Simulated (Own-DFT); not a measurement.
Si3N4 (beta silicon nitride, strained, atoms displaced) (calculated)

A calculation, not a measurement: plane-wave PBE density functional theory by an unreviewed code, no spin, of a simulated periodic cell, stress positive in tension, free energy of the whole cell less one offset for each atom, forces on such cells moved up to 12 meV/angstrom on a denser k mesh; offsets are fitted by least squares, one for each functional and potential file, so energies compare only between cells with the same atoms and settings and are not formation energies; the far tail of each file's local potential was reset to the Coulomb form; each entry is a single point on an unrelaxed cell, so the pressure reflects the starting lattice, mostly measured values (interpolated for alloys), from which strain is counted, and rises with the displacements; printed positions are rounded, which can move forces by about a meV/angstrom; the program, named Own-DFT, is a retired in-house code; no spin-orbit coupling; before rounding, a Quantum ESPRESSO 7.3.1 run of the same cell and cutoff gave forces within 1 meV/angstrom rms on each cell, which checks the program and not the settings. Program: Own-DFT development build.

Common to all runs: functional PBE; potential files PseudoDojo norm-conserving, scalar-relativistic, standard set; wave cutoff 42 hartree; occupations Fermi-Dirac; smearing width 0.1 eV; k mesh 2 x 2 x 4 centred on Gamma.

(1) Si3N4 (beta silicon nitride, strained, atoms displaced)

```cif
# cell vector a (Å): 15.0916 -0.2301 0.2655
# cell vector b (Å): -7.7450 13.0606 -0.1959
# cell vector c (Å): 0.1016 -0.0279 5.7446
data_Si3N4
_symmetry_space_group_name_H-M 'P 1'
_symmetry_Int_Tables_number 1
_cell_length_a 15.0957
_cell_length_b 15.1856
_cell_length_c 5.7456
_cell_angle_alpha 91.495
_cell_angle_beta 87.975
_cell_angle_gamma 121.549
_cell_volume 1121.68
loop_
_atom_site_label
_atom_site_type_symbol
_atom_site_fract_x
_atom_site_fract_y
_atom_site_fract_z
_atom_site_occupancy
Si1 Si 0.09176 0.38603 0.13386 1
Si2 Si 0.11118 0.19544 0.13407 1
Si3 Si 0.30240 0.40872 0.11678 1
Si4 Si 0.41466 0.11339 0.37060 1
Si5 Si 0.37847 0.29073 0.36775 1
Si6 Si 0.20402 0.08744 0.37528 1
N1 N 0.16252 0.01550 0.12829 1
N2 N 0.48473 0.15173 0.13274 1
N3 N 0.34935 0.33157 0.11682 1
N4 N 0.34101 0.48782 0.38362 1
N5 N 0.01775 0.35264 0.38394 1
N6 N 0.15430 0.16573 0.38024 1
N7 N 0.16224 0.33198 0.11736 1
N8 N 0.33357 0.17189 0.37157 1
Si7 Si 0.08679 0.38768 0.63580 1
Si8 Si 0.11889 0.20746 0.62413 1
Si9 Si 0.29689 0.41550 0.63755 1
Si10 Si 0.41147 0.11790 0.88042 1
Si11 Si 0.38780 0.30248 0.88276 1
Si12 Si 0.20112 0.08689 0.87815 1
N9 N 0.16721 0.01660 0.62895 1
N10 N 0.48238 0.15501 0.63221 1
N11 N 0.34998 0.33505 0.62436 1
N12 N 0.33096 0.48750 0.88706 1
N13 N 0.02034 0.34861 0.87351 1
N14 N 0.15156 0.16911 0.86552 1
N15 N 0.16523 0.34046 0.62609 1
N16 N 0.33073 0.16213 0.87321 1
Si13 Si 0.07876 0.88844 0.12887 1
Si14 Si 0.11090 0.70376 0.12523 1
Si15 Si 0.30287 0.91195 0.13041 1
Si16 Si 0.41243 0.61762 0.36862 1
Si17 Si 0.38196 0.79139 0.37221 1
Si18 Si 0.19817 0.58130 0.36228 1
N17 N 0.16632 0.51905 0.13018 1
N18 N 0.48454 0.64941 0.12707 1
N19 N 0.34965 0.83144 0.12362 1
N20 N 0.33862 0.98977 0.37428 1
N21 N 0.02028 0.84961 0.37702 1
N22 N 0.15766 0.66908 0.36671 1
N23 N 0.17228 0.83589 0.13237 1
N24 N 0.33617 0.66792 0.37360 1
Si19 Si 0.09238 0.88718 0.62209 1
Si20 Si 0.11427 0.70463 0.61506 1
Si21 Si 0.30050 0.90862 0.62948 1
Si22 Si 0.41729 0.62171 0.85983 1
Si23 Si 0.38024 0.79284 0.87266 1
Si24 Si 0.20928 0.59007 0.88734 1
N25 N 0.16559 0.51610 0.62644 1
N26 N 0.48136 0.65132 0.63425 1
N27 N 0.35811 0.84313 0.62981 1
N28 N 0.33687 0.98608 0.86840 1
N29 N 0.01296 0.85132 0.86790 1
N30 N 0.14927 0.66349 0.86917 1
N31 N 0.16632 0.83661 0.62268 1
N32 N 0.33465 0.66739 0.88072 1
Si25 Si 0.58428 0.38414 0.11465 1
Si26 Si 0.61353 0.20823 0.14018 1
Si27 Si 0.79923 0.41601 0.13442 1
Si28 Si 0.90495 0.10991 0.37727 1
Si29 Si 0.88423 0.29783 0.37379 1
Si30 Si 0.69902 0.08867 0.38267 1
N33 N 0.66727 0.01665 0.12060 1
N34 N 0.98259 0.15177 0.13179 1
N35 N 0.85568 0.33427 0.12499 1
N36 N 0.83564 0.48270 0.36943 1
N37 N 0.52017 0.35141 0.37908 1
N38 N 0.64766 0.16238 0.37034 1
N39 N 0.67428 0.34397 0.13349 1
N40 N 0.83174 0.16659 0.37602 1
Si31 Si 0.58246 0.37780 0.62404 1
Si32 Si 0.61580 0.20315 0.61578 1
Si33 Si 0.79096 0.41190 0.60963 1
Si34 Si 0.91714 0.12080 0.86878 1
Si35 Si 0.88887 0.29472 0.87690 1
Si36 Si 0.70190 0.08663 0.88010 1
N41 N 0.65761 0.01158 0.61508 1
N42 N 0.98510 0.15552 0.62567 1
N43 N 0.85193 0.33415 0.62415 1
N44 N 0.82992 0.48066 0.88384 1
N45 N 0.51447 0.35483 0.87296 1
N46 N 0.64258 0.16189 0.88126 1
N47 N 0.66388 0.32624 0.63266 1
N48 N 0.84148 0.17044 0.86681 1
Si37 Si 0.58626 0.88760 0.12057 1
Si38 Si 0.61409 0.70454 0.12249 1
Si39 Si 0.80177 0.91980 0.10682 1
Si40 Si 0.91389 0.61575 0.37666 1
Si41 Si 0.88651 0.79781 0.37409 1
Si42 Si 0.69907 0.58498 0.37698 1
N49 N 0.66884 0.52208 0.11978 1
N50 N 0.98002 0.64897 0.12821 1
N51 N 0.85120 0.83303 0.13608 1
N52 N 0.83687 0.98438 0.37434 1
N53 N 0.51644 0.85554 0.36500 1
N54 N 0.65222 0.66991 0.36529 1
N55 N 0.67257 0.83261 0.11638 1
N56 N 0.83601 0.67128 0.36915 1
Si43 Si 0.58275 0.88077 0.62186 1
Si44 Si 0.61189 0.69901 0.61424 1
Si45 Si 0.79110 0.91006 0.62886 1
Si46 Si 0.91060 0.61715 0.86907 1
Si47 Si 0.88514 0.79145 0.87441 1
Si48 Si 0.70293 0.58582 0.87375 1
N57 N 0.67389 0.52478 0.62864 1
N58 N 0.98202 0.64715 0.64085 1
N59 N 0.85177 0.83563 0.62590 1
N60 N 0.83664 0.98263 0.88122 1
N61 N 0.51869 0.85190 0.86288 1
N62 N 0.64972 0.66865 0.88542 1
N63 N 0.66368 0.83096 0.64784 1
N64 N 0.83605 0.66521 0.87088 1
```

```
free energy of cell above offsets : -4.780 eV
pressure                          : 19.27 GPa
stress xx                         : -15.04 GPa
stress yy                         : -20.72 GPa
stress zz                         : -22.03 GPa
stress yz                         : 0.56 GPa
stress xz                         : 8.31 GPa
stress xy                         : -5.67 GPa
```

Force:
```csv
element,x (eV/Å),y (eV/Å),z (eV/Å)
Si,-1.614,-0.864,-0.925
Si,-0.174,2.258,-1.032
Si,-4.12,1.824,2.702
Si,-2.498,2.741,3.621
Si,0.247,5.184,1.637
Si,-0.169,-0.251,1.01
N,-0.28,1.066,-0.57
N,-0.312,0.926,-2.314
N,-0.461,0.662,3.526
N,0.091,-1.946,-1.158
N,-0.504,-0.124,-0.542
N,-1.059,0.377,-1.14
N,4.315,-0.866,0.749
N,2.77,-5.284,-0.118
Si,0.84,0.106,-3.137
Si,-1.361,1.007,0.327
Si,0.247,-0.267,-1.733
Si,0.337,-1.148,0.018
Si,-0.97,-4.172,-5.273
Si,-0.894,0.633,-0.395
N,-0.143,0.324,-1.075
N,1.124,0.55,-2.023
N,-0.25,0.534,0.915
N,1.009,0.696,-0.643
N,-1.745,-0.327,3.91
N,0.722,-1.136,1.721
N,2.619,-2.146,-0.283
N,-0.06,3.354,0.583
Si,4.209,-1.474,-2.995
Si,2.564,0.504,-0.791
Si,-1.322,0.77,-1.456
Si,0.147,-0.652,1.501
Si,-0.684,2.95,-0.121
Si,0.457,3.879,6.505
N,0.176,-3.566,-3.884
N,-0.594,0.428,-2.002
N,0.25,0.407,1.13
N,0.275,-3.747,0.839
N,-1.961,-0.976,2.043
N,-1.804,0.06,0.01
N,-2.883,-0.198,-0.441
N,-1.167,-2.28,0.196
Si,-1.273,-0.383,0.311
Si,1.993,-0.672,1.64
Si,-2.662,2.653,-0.849
Si,-2.882,-2.569,8.022
Si,1.128,2.479,-0.326
Si,-3.902,-1.074,-3.152
N,0.297,1.801,0.159
N,3.092,1.631,-7.082
N,1.735,-2.435,-0.868
N,0.484,-0.445,2.187
N,2.483,0.946,0.937
N,-0.283,0.479,0.095
N,2.192,-1.414,0.153
N,1.866,0.396,-0.346
Si,2.684,2.141,2.06
Si,2.668,0.424,-2.499
Si,3.639,-1.682,-3.984
Si,0.494,3.378,0.797
Si,1.366,-0.128,0.119
Si,1.869,-0.86,-1.728
N,-0.076,0.228,1.256
N,0.145,-0.7,-0.787
N,-2.415,1.324,0.361
N,-0.018,2.89,2.812
N,-2.887,-0.999,-2.079
N,-1.438,0.984,-0.23
N,-3.881,-4.213,-0.029
N,-0.25,-0.506,-0.021
Si,2.66,2.224,-0.398
Si,0.103,-3.392,3.387
Si,3.733,-0.499,4.351
Si,0.111,-1.625,2.444
Si,-1.512,2.679,-1.362
Si,-0.409,1.617,-2.123
N,0.635,1.456,1.983
N,1.46,-0.159,-2.37
N,-1.868,0.986,1.259
N,0.12,1.8,-2.602
N,1.123,0.025,0.658
N,0.818,0.079,-0.715
N,-2.506,3.493,-0.462
N,-2.778,-3.198,0.272
Si,3.099,-1.4,-1.74
Si,0.881,0.621,1.042
Si,1.518,-5.386,6.767
Si,-2.331,0.702,1.649
Si,-0.93,1.036,0.735
Si,0.58,3.572,-1.19
N,-0.599,-3.889,1.046
N,1.228,0.528,-1.454
N,-0.39,1.15,-2.163
N,-0.545,-2.123,0.62
N,-0.736,-1.426,1.54
N,0.434,-1.704,0.672
N,-3.528,2.018,0.745
N,0.706,-3.179,0.42
Si,2.435,0.66,-2.748
Si,1.387,1.328,2.978
Si,2.974,-0.12,-0.889
Si,-0.028,-3.165,4.272
Si,-3.835,2.022,-0.002
Si,-1.314,4.224,1.36
N,-0.623,-5.911,-1.864
N,1.988,1.029,-5.202
N,-0.591,0.208,1.032
N,-0.101,5.163,-5.596
N,-3.31,-1.886,3.787
N,2.002,-2.33,-4.297
N,-1.663,-0.507,-1.647
N,-1.94,-0.215,-0.017
```

(2) Si3N4 (beta silicon nitride, strained, atoms displaced)

```cif
# cell vector a (Å): 15.2152 0.2332 -0.3023
# cell vector b (Å): -7.4056 13.0466 0.2972
# cell vector c (Å): -0.1156 0.0645 5.7968
data_Si3N4
_symmetry_space_group_name_H-M 'P 1'
_symmetry_Int_Tables_number 1
_cell_length_a 15.2200
_cell_length_b 15.0048
_cell_length_c 5.7983
_cell_angle_alpha 87.747
_cell_angle_beta 92.270
_cell_angle_gamma 118.716
_cell_volume 1160.10
loop_
_atom_site_label
_atom_site_type_symbol
_atom_site_fract_x
_atom_site_fract_y
_atom_site_fract_z
_atom_site_occupancy
Si1 Si 0.09027 0.38488 0.12612 1
Si2 Si 0.11366 0.19578 0.10804 1
Si3 Si 0.29662 0.41232 0.12935 1
Si4 Si 0.41354 0.11133 0.36995 1
Si5 Si 0.38174 0.29240 0.37743 1
Si6 Si 0.20319 0.09267 0.36627 1
N1 N 0.16428 0.01552 0.12365 1
N2 N 0.47913 0.14463 0.11568 1
N3 N 0.34577 0.33434 0.11847 1
N4 N 0.32854 0.48111 0.37770 1
N5 N 0.01919 0.35129 0.38925 1
N6 N 0.14825 0.16196 0.37153 1
N7 N 0.16461 0.33410 0.13776 1
N8 N 0.33400 0.16205 0.37014 1
Si7 Si 0.08885 0.38020 0.62384 1
Si8 Si 0.11609 0.20043 0.63192 1
Si9 Si 0.30251 0.41168 0.63097 1
Si10 Si 0.41210 0.11624 0.88939 1
Si11 Si 0.38636 0.29653 0.88158 1
Si12 Si 0.20485 0.09312 0.87827 1
N9 N 0.16640 0.01674 0.62344 1
N10 N 0.48116 0.14918 0.62861 1
N11 N 0.35080 0.33490 0.62398 1
N12 N 0.33385 0.48215 0.86798 1
N13 N 0.01747 0.35006 0.86956 1
N14 N 0.14831 0.16844 0.87762 1
N15 N 0.16821 0.33087 0.62761 1
N16 N 0.33313 0.16573 0.87813 1
Si13 Si 0.08293 0.89012 0.12178 1
Si14 Si 0.11248 0.70372 0.12855 1
Si15 Si 0.30119 0.91269 0.12819 1
Si16 Si 0.41971 0.61277 0.37912 1
Si17 Si 0.38740 0.80154 0.37735 1
Si18 Si 0.20363 0.58686 0.38820 1
N17 N 0.16479 0.51678 0.13232 1
N18 N 0.48562 0.65573 0.10535 1
N19 N 0.33875 0.82936 0.10918 1
N20 N 0.33042 0.98127 0.37009 1
N21 N 0.02315 0.85182 0.37556 1
N22 N 0.14928 0.66488 0.37725 1
N23 N 0.16264 0.83194 0.12155 1
N24 N 0.33028 0.66299 0.35735 1
Si19 Si 0.08833 0.88142 0.61224 1
Si20 Si 0.11545 0.70610 0.63572 1
Si21 Si 0.30185 0.91700 0.63758 1
Si22 Si 0.40709 0.61615 0.86524 1
Si23 Si 0.38336 0.79454 0.86997 1
Si24 Si 0.20102 0.58808 0.86768 1
N25 N 0.16838 0.51687 0.63769 1
N26 N 0.48048 0.65028 0.63197 1
N27 N 0.34948 0.83401 0.61378 1
N28 N 0.33584 0.98668 0.88443 1
N29 N 0.01828 0.84609 0.87551 1
N30 N 0.15262 0.66716 0.87836 1
N31 N 0.17250 0.82808 0.62442 1
N32 N 0.32977 0.66259 0.88169 1
Si25 Si 0.58756 0.38160 0.12107 1
Si26 Si 0.61350 0.19855 0.13091 1
Si27 Si 0.79730 0.41598 0.12847 1
Si28 Si 0.91416 0.11413 0.37425 1
Si29 Si 0.88076 0.30467 0.36022 1
Si30 Si 0.69739 0.08613 0.36902 1
N33 N 0.66940 0.00869 0.12177 1
N34 N 0.98309 0.15733 0.11733 1
N35 N 0.85081 0.33161 0.12218 1
N36 N 0.84048 0.49116 0.37799 1
N37 N 0.51335 0.34326 0.36796 1
N38 N 0.64617 0.16316 0.36221 1
N39 N 0.66835 0.32885 0.12096 1
N40 N 0.82813 0.16501 0.37117 1
Si31 Si 0.58533 0.38459 0.61159 1
Si32 Si 0.61279 0.19869 0.63745 1
Si33 Si 0.80456 0.41923 0.62319 1
Si34 Si 0.91210 0.11503 0.88888 1
Si35 Si 0.88642 0.29735 0.87050 1
Si36 Si 0.70214 0.08568 0.86128 1
N41 N 0.67197 0.02019 0.62692 1
N42 N 0.98080 0.14838 0.62693 1
N43 N 0.84818 0.33050 0.62443 1
N44 N 0.83483 0.48550 0.87950 1
N45 N 0.51271 0.35013 0.87440 1
N46 N 0.64364 0.16183 0.86915 1
N47 N 0.66355 0.34150 0.62472 1
N48 N 0.83725 0.16790 0.86025 1
Si37 Si 0.58419 0.87993 0.11094 1
Si38 Si 0.61687 0.69984 0.10521 1
Si39 Si 0.79514 0.91749 0.12854 1
Si40 Si 0.91148 0.60827 0.37251 1
Si41 Si 0.88581 0.80523 0.38022 1
Si42 Si 0.70452 0.58594 0.37173 1
N49 N 0.66801 0.51688 0.12835 1
N50 N 0.98242 0.65070 0.13357 1
N51 N 0.85328 0.83326 0.12714 1
N52 N 0.83901 0.98881 0.37710 1
N53 N 0.51175 0.84854 0.36533 1
N54 N 0.64246 0.65982 0.38715 1
N55 N 0.66851 0.82894 0.13013 1
N56 N 0.83068 0.66446 0.38641 1
Si43 Si 0.58739 0.88294 0.63326 1
Si44 Si 0.60911 0.69836 0.61185 1
Si45 Si 0.79799 0.91576 0.61706 1
Si46 Si 0.91464 0.61841 0.87367 1
Si47 Si 0.88754 0.79244 0.87029 1
Si48 Si 0.69609 0.58734 0.87663 1
N57 N 0.66260 0.51322 0.62275 1
N58 N 0.98304 0.65053 0.63644 1
N59 N 0.85463 0.83558 0.62126 1
N60 N 0.83655 0.98086 0.87884 1
N61 N 0.52395 0.85133 0.86818 1
N62 N 0.65222 0.66947 0.88437 1
N63 N 0.66832 0.83527 0.63961 1
N64 N 0.83450 0.66675 0.87409 1
```

```
free energy of cell above offsets : -6.392 eV
pressure                          : 9.74 GPa
stress xx                         : -7.29 GPa
stress yy                         : -7.31 GPa
stress zz                         : -14.6 GPa
stress yz                         : 2.65 GPa
stress xz                         : -6.79 GPa
stress xy                         : 6.85 GPa
```

Force:
```csv
element,x (eV/Å),y (eV/Å),z (eV/Å)
Si,-2.419,1.235,0.869
Si,-3.786,4.104,4.899
Si,-2.637,0.147,-0.717
Si,-0.816,-0.247,0.964
Si,0.258,0.472,-0.599
Si,3.146,-3.505,1.327
N,-0.321,2.168,-0.065
N,4.114,2.155,4.536
N,2.206,-1.52,0.767
N,1.598,1.666,-0.389
N,-3.121,-0.943,-3.726
N,-2.332,1.603,0.562
N,3.345,-2.091,-0.89
N,-1.391,0.995,0.037
Si,0.159,1.908,2.117
Si,-3.375,1.175,-4.249
Si,-3.711,-0.227,-0.776
Si,-1.494,-1.597,-5.614
Si,-0.942,0.167,-0.154
Si,1.208,-2.875,-1.384
N,-0.091,0.337,0.645
N,1.102,-0.119,-0.009
N,2.393,-1.872,-0.468
N,0.329,1.41,1.315
N,-0.916,-0.075,0.94
N,3.463,-2.154,-0.616
N,1.489,0.129,0.168
N,-1.204,0.978,0.089
Si,3.604,-1.657,0.235
Si,1.106,0.09,-0.25
Si,-5.162,-0.984,-0.21
Si,-4.18,-0.177,-3.56
Si,-1.282,-3.675,-2.363
Si,-0.137,0.196,-2.163
N,0.036,-0.465,-0.486
N,0.978,-0.741,2.079
N,4.779,-1.451,0.49
N,0.971,1.331,1.257
N,-4.312,-1.466,-1.652
N,-0.667,-0.075,1.64
N,0.472,2.297,0.134
N,2.098,1.864,1.35
Si,2.585,1.648,4.104
Si,0.839,-3.488,-2.114
Si,-1.675,-1.53,-1.305
Si,1.157,-2.013,1.513
Si,-0.185,-0.3,0.7
Si,0.313,-0.715,3.471
N,-0.01,-2.343,-1.218
N,2.197,0.733,-0.646
N,0.821,0.649,1.6
N,0.237,0.223,-1.244
N,-1.593,-0.092,-2.15
N,-1.334,0.208,1.212
N,-1.98,5.109,0.172
N,-0.92,2.202,-0.776
Si,-0.061,0.445,0.302
Si,-2.625,1.259,-4.505
Si,0.164,-1.405,-0.706
Si,-2.227,3.087,0.014
Si,6.534,-4.241,6.639
Si,3.726,-0.109,-0.875
N,-1.029,1.46,-0.2
N,2.825,-0.171,2.918
N,-3.904,2.915,-5.287
N,-0.501,-6.706,-1.236
N,-1.063,0.215,-0.784
N,0.335,-0.828,5.258
N,-0.68,1.348,0.348
N,0.421,0.831,-0.464
Si,-2.338,0.747,1.999
Si,-3.351,3.436,-5.251
Si,-2.314,-2.35,1.95
Si,-0.485,-1.35,-4.349
Si,2.14,-0.496,0.817
Si,1.866,1.824,3.342
N,-1.066,-3.548,-1.921
N,2.436,0.353,0.879
N,-2.307,1.925,-1.678
N,0.393,0.528,-0.823
N,1.128,0.564,-0.577
N,2.752,-1.486,4.406
N,5.988,-3.067,-0.216
N,-2.994,-0.759,0.758
Si,2.783,0.533,4.5
Si,-3.308,1.534,5.631
Si,1.2,-2.772,-0.004
Si,-0.731,7.925,1.295
Si,3.607,-3.365,-0.638
Si,-0.161,1.355,1.694
N,-0.347,-2.147,-0.467
N,0.683,-0.352,-1.007
N,-1.735,1.485,-2.253
N,-0.173,-1.714,-1.353
N,1.968,1.474,0.723
N,0.911,-0.692,-3.085
N,-1.016,1.19,0.165
N,0.993,1.027,-0.503
Si,0.973,1.87,-3.967
Si,0.082,2.393,2.696
Si,0.431,-1.507,2.426
Si,-0.427,-0.716,1.306
Si,-0.618,1.942,1.702
Si,3.9,-0.328,-1.444
N,-0.575,0.994,1.077
N,1.308,0.134,-1.988
N,-2.217,1.472,1.106
N,-0.24,1.975,-1.329
N,-5.609,-2.427,-0.481
N,1,-1.315,-4.865
N,0.598,-1.156,-1.231
N,-2.055,-2.035,0.13
```
